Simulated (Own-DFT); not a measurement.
Simulation results for HfO2 (monoclinic hafnia, atoms displaced)

A calculation, not a measurement: plane-wave density functional theory by an unreviewed code, no spin, of a simulated periodic cell, stress positive in tension, run twice, with PBE and with PBEsol, both on files made for PBE, so the change isn't that of files made for PBEsol, hafnium file: forces about 75 meV/angstrom off all-electron values; oxygen file: force components 24 meV/angstrom off all-electron in one glass; forces on such cells passed a denser k mesh, this cell's mesh not checked; the far tail of each file's local potential was reset to the Coulomb form; each entry is a single point on an unrelaxed cell, so the pressure reflects the starting lattice, mostly measured values (interpolated for alloys), from which strain is counted, and rises with the displacements; printed positions are rounded, which can move forces by about a meV/angstrom; the program, named Own-DFT, is a retired in-house code; no spin-orbit coupling; stress was not checked against mesh or cutoff. Program: Own-DFT development build.

### HfO2 (monoclinic hafnia, atoms displaced)

```
HfO2
1.0
     10.2340     0.0000     0.0000
      0.0000    10.3500     0.0000
     -1.6955     0.0000    10.4453
Hf O Hf O Hf O Hf O Hf O Hf O Hf O Hf O
4 8 4 8 4 8 4 8 4 8 4 8 4 8 4 8
Direct
  0.12086 0.02364 0.10581
  0.35925 0.27202 0.15235
  0.36190 0.50954 0.38892
  0.12787 0.24187 0.34864
  0.02687 0.15439 0.16123
  0.48332 0.41781 0.09227
  0.46388 0.33531 0.31867
  0.04118 0.08276 0.43470
  0.21629 0.38988 0.23902
  0.27858 0.13043 0.01105
  0.29941 0.11663 0.26216
  0.22712 0.38494 0.48798
  0.14642 0.04264 0.60470
  0.35517 0.26681 0.64089
  0.34775 0.46950 0.89130
  0.16434 0.22140 0.85796
  0.03153 0.17496 0.68572
  0.44258 0.40876 0.58388
  0.47588 0.34382 0.84707
  0.02518 0.08011 0.93678
  0.20456 0.36600 0.74956
  0.25722 0.13548 0.48945
  0.25718 0.11305 0.77366
  0.22303 0.35033 0.97638
  0.14388 0.50432 0.09924
  0.35327 0.78022 0.11780
  0.37202 0.95510 0.39632
  0.14642 0.71962 0.37022
  0.05388 0.67278 0.17131
  0.46725 0.90483 0.06323
  0.45561 0.84692 0.32805
  0.03216 0.59973 0.43066
  0.23985 0.90370 0.24831
  0.26839 0.63026 0.99713
  0.27245 0.62758 0.26245
  0.24708 0.84663 0.49666
  0.13060 0.50063 0.60593
  0.33589 0.74962 0.62589
  0.35328 0.96778 0.88156
  0.13266 0.72279 0.86548
  0.03121 0.65757 0.67480
  0.47242 0.91713 0.57685
  0.46179 0.82469 0.85012
  0.05323 0.57884 0.92852
  0.23173 0.89482 0.74719
  0.27152 0.62586 0.51925
  0.26943 0.61633 0.75258
  0.22153 0.86948 0.97967
  0.65254 0.02441 0.12656
  0.85228 0.29308 0.15365
  0.85674 0.48045 0.39053
  0.60650 0.22621 0.35097
  0.52086 0.17659 0.16757
  0.97205 0.41464 0.06913
  0.95714 0.34482 0.34206
  0.51903 0.09528 0.42152
  0.72243 0.37979 0.24386
  0.76450 0.13312 0.00485
  0.78235 0.11349 0.27404
  0.71938 0.35532 0.50445
  0.62784 0.02300 0.59490
  0.86565 0.28072 0.66182
  0.84403 0.46376 0.90162
  0.63710 0.22694 0.87813
  0.52072 0.17119 0.67565
  0.96081 0.43415 0.56770
  0.97227 0.32322 0.80913
  0.55053 0.08173 0.91653
  0.73023 0.37964 0.75140
  0.78051 0.12610 0.51004
  0.77155 0.12289 0.75197
  0.74139 0.37361 0.01244
  0.63149 0.51787 0.11164
  0.87395 0.77756 0.15686
  0.87039 0.98671 0.38082
  0.63121 0.72300 0.35210
  0.52629 0.67194 0.16265
  0.96173 0.87861 0.05978
  0.95703 0.82888 0.32798
  0.56176 0.57386 0.42118
  0.72095 0.88000 0.22228
  0.78343 0.62191 0.02160
  0.77945 0.64348 0.25768
  0.72204 0.89258 0.49718
  0.63755 0.54475 0.61112
  0.85589 0.78360 0.63932
  0.85884 0.96371 0.88804
  0.64155 0.72927 0.84721
  0.55250 0.65715 0.69676
  0.96546 0.90838 0.55740
  0.96900 0.84053 0.82496
  0.51389 0.56432 0.90541
  0.73411 0.88280 0.75709
  0.76151 0.62652 0.51874
  0.77013 0.61284 0.75489
  0.72494 0.87900 0.98532
```

It was run with functional PBE, then PBEsol, potential files PseudoDojo norm-conserving, scalar-relativistic, standard set, wave cutoff 72 hartree, occupations Fermi-Dirac, smearing width 0.1 eV and k mesh 2 x 2 x 2 centred on Gamma.

Results for HfO2 (monoclinic hafnia, atoms displaced): PBE pressure 17.54 GPa; PBE stress xx -15.73 GPa; PBE stress yy -19.22 GPa; PBE stress zz -17.68 GPa; PBE stress yz -1.16 GPa; PBE stress xz -1.92 GPa; PBE stress xy 1.03 GPa; PBEsol pressure 11.02 GPa; PBEsol stress xx -9.28 GPa; PBEsol stress yy -12.73 GPa; PBEsol stress zz -11.04 GPa; PBEsol stress yz -1.19 GPa; PBEsol stress xz -1.53 GPa; PBEsol stress xy 1 GPa; rms change of force components from PBE to PBEsol 0.091 eV/Å.

Force:
```csv
force element,PBE force x (eV/Å),PBE force y (eV/Å),PBE force z (eV/Å),PBEsol force x (eV/Å),PBEsol force y (eV/Å),PBEsol force z (eV/Å)
Hf,3.882,-2.93,-2.035,3.792,-2.793,-2.058
Hf,-1.457,-1.97,-1.918,-1.385,-1.95,-1.832
Hf,1.278,-5.763,1.503,1.182,-5.664,1.481
Hf,2.259,-2.261,0.98,2.227,-2.24,0.998
O,-2.919,4.624,4.066,-2.812,4.518,3.999
O,-4.479,-2.016,-0.687,-4.355,-1.97,-0.689
O,-3.418,4.312,1.671,-3.32,4.146,1.562
O,-0.716,1.68,-3.025,-0.703,1.63,-2.906
O,0.713,-1.959,1.686,0.743,-1.922,1.633
O,0.008,-1.512,0.929,-0.07,-1.445,0.873
O,-1.99,2.793,-0.613,-1.959,2.739,-0.606
O,-1.557,-0.968,-1.942,-1.494,-0.928,-1.88
Hf,-4.099,-2.589,1.184,-4.033,-2.449,1.151
Hf,1.566,0.058,0.827,1.579,0.128,0.8
Hf,2.155,2.15,-0.553,2.14,2.078,-0.554
Hf,-9.796,-1.391,1.667,-9.572,-1.36,1.599
O,2.857,-3.408,-2.833,2.837,-3.302,-2.717
O,2.705,3.319,-0.888,2.568,3.2,-0.893
O,-1.694,-1.766,-1.096,-1.681,-1.702,-1.066
O,0.998,0.62,-1.144,0.994,0.536,-1.042
O,2.72,1.799,-2.667,2.696,1.738,-2.571
O,1.35,1.16,2.641,1.209,1.173,2.62
O,5.7,-1.088,-4.634,5.514,-1.085,-4.546
O,0.993,5.13,5.825,1.037,5.034,5.679
Hf,-1.582,4.858,-1.616,-1.574,4.818,-1.612
Hf,-0.085,0.058,2.526,-0.067,0.115,2.457
Hf,-6.955,11.64,4.005,-6.839,11.41,3.942
Hf,-3.234,2.328,-4.97,-3.142,2.189,-4.854
O,-0.159,-1.349,0.813,-0.153,-1.314,0.847
O,0.613,1.688,1.655,0.535,1.607,1.568
O,9.707,-10.22,-5.097,9.513,-10.03,-5.032
O,-0.817,-1.617,-0.429,-0.752,-1.595,-0.387
O,-2.943,-3.361,-2.533,-2.785,-3.267,-2.469
O,2.142,-1.086,2.557,2.026,-1.04,2.481
O,1.554,0.431,0.368,1.443,0.393,0.431
O,-3.3,3.784,-3.075,-3.153,3.64,-3.032
Hf,0.21,2.755,1.722,0.207,2.743,1.644
Hf,5.541,4.785,12.79,5.357,4.714,12.52
Hf,3.565,1.873,4.439,3.429,1.732,4.367
Hf,-0.343,0.901,-4.386,-0.314,0.803,-4.289
O,-0.261,1.013,0.124,-0.23,0.992,0.15
O,-1.776,-2.813,1.06,-1.716,-2.701,0.92
O,1.496,-1.632,-2.327,1.461,-1.548,-2.265
O,-3.569,-2.232,-0.663,-3.417,-2.156,-0.582
O,-1.807,-3.015,-4.775,-1.698,-2.908,-4.637
O,0.104,-5.869,-5.258,0.042,-5.744,-5.198
O,-0.1,-0.377,0.26,-0.149,-0.367,0.246
O,-0.601,0.443,0.933,-0.494,0.387,0.886
Hf,-2.437,0.711,-6.73,-2.313,0.712,-6.623
Hf,2.706,-4.836,-0.325,2.607,-4.661,-0.34
Hf,-2.724,2.77,3.48,-2.637,2.647,3.447
Hf,6.321,0.702,2.717,6.132,0.657,2.612
O,3.465,-2.433,0.006,3.358,-2.334,0.114
O,-0.512,-1.509,1.547,-0.529,-1.452,1.474
O,2.591,-2.562,-2.294,2.519,-2.491,-2.29
O,-0.647,-2.121,1.267,-0.617,-2.1,1.26
O,-0.528,1.053,0.702,-0.429,1.053,0.636
O,2.334,0.336,4.446,2.173,0.348,4.346
O,-1.671,4.178,-4.023,-1.688,4.039,-3.948
O,-0.018,2.125,-1.904,0.062,2.083,-1.864
Hf,3.083,3.783,2.602,3.027,3.718,2.48
Hf,-3.308,-3.371,-5.205,-3.258,-3.288,-5.043
Hf,4.133,3.802,-2.398,3.981,3.684,-2.312
Hf,0.413,0.632,-5.055,0.406,0.535,-4.953
O,-0.02,-0.642,-0.233,-0.044,-0.601,-0.212
O,-2.297,-2.14,0.14,-2.215,-2.055,0.082
O,0.261,4.063,6.577,0.242,3.933,6.353
O,-3.656,-2.612,0.815,-3.52,-2.507,0.844
O,-1.589,0.453,0.55,-1.44,0.45,0.582
O,-0.494,-0.455,-0.519,-0.553,-0.482,-0.511
O,-0.637,-0.194,0.971,-0.667,-0.18,0.941
O,-3.419,-0.191,-1.323,-3.271,-0.177,-1.282
Hf,1.54,3.916,-2.078,1.504,3.834,-2.04
Hf,-2.075,-4.348,-2.14,-2.037,-4.227,-2.054
Hf,-0.7,-1.601,6.141,-0.691,-1.599,6.067
Hf,2.137,3.476,-1.838,2.112,3.301,-1.837
O,0.315,-0.403,1.736,0.333,-0.395,1.747
O,4.26,4.67,-1.129,4.137,4.611,-1.137
O,2.373,0.187,0.799,2.278,0.179,0.713
O,-4.96,-1.197,-1.268,-4.843,-1.132,-1.182
O,-0.154,-1.211,3.245,-0.074,-1.155,3.14
O,-0.723,-0.201,-1.642,-0.754,-0.235,-1.609
O,-2.045,-3.288,2.629,-2.076,-3.198,2.585
O,-0.165,-3.309,-2.099,-0.11,-3.206,-1.998
Hf,1.609,-9.675,-0.071,1.656,-9.388,-0.065
Hf,2.842,-0.728,0.704,2.784,-0.659,0.705
Hf,0.021,4.882,2.77,0.012,4.687,2.74
Hf,-0.786,1.357,6.259,-0.756,1.294,6.06
O,-6.886,3.323,-3.787,-6.672,3.246,-3.644
O,1.089,0.029,1.798,0.99,0.048,1.718
O,1.201,-1.954,-1.8,1.127,-1.92,-1.761
O,2.871,2.25,1.91,2.77,2.165,1.895
O,-2.304,-2.209,-4.569,-2.168,-2.189,-4.434
O,3.294,3.07,-1.606,3.139,3.006,-1.552
O,2.252,1.076,2.111,2.082,1.048,2.027
O,-0.819,-0.675,1.044,-0.728,-0.633,0.995
```
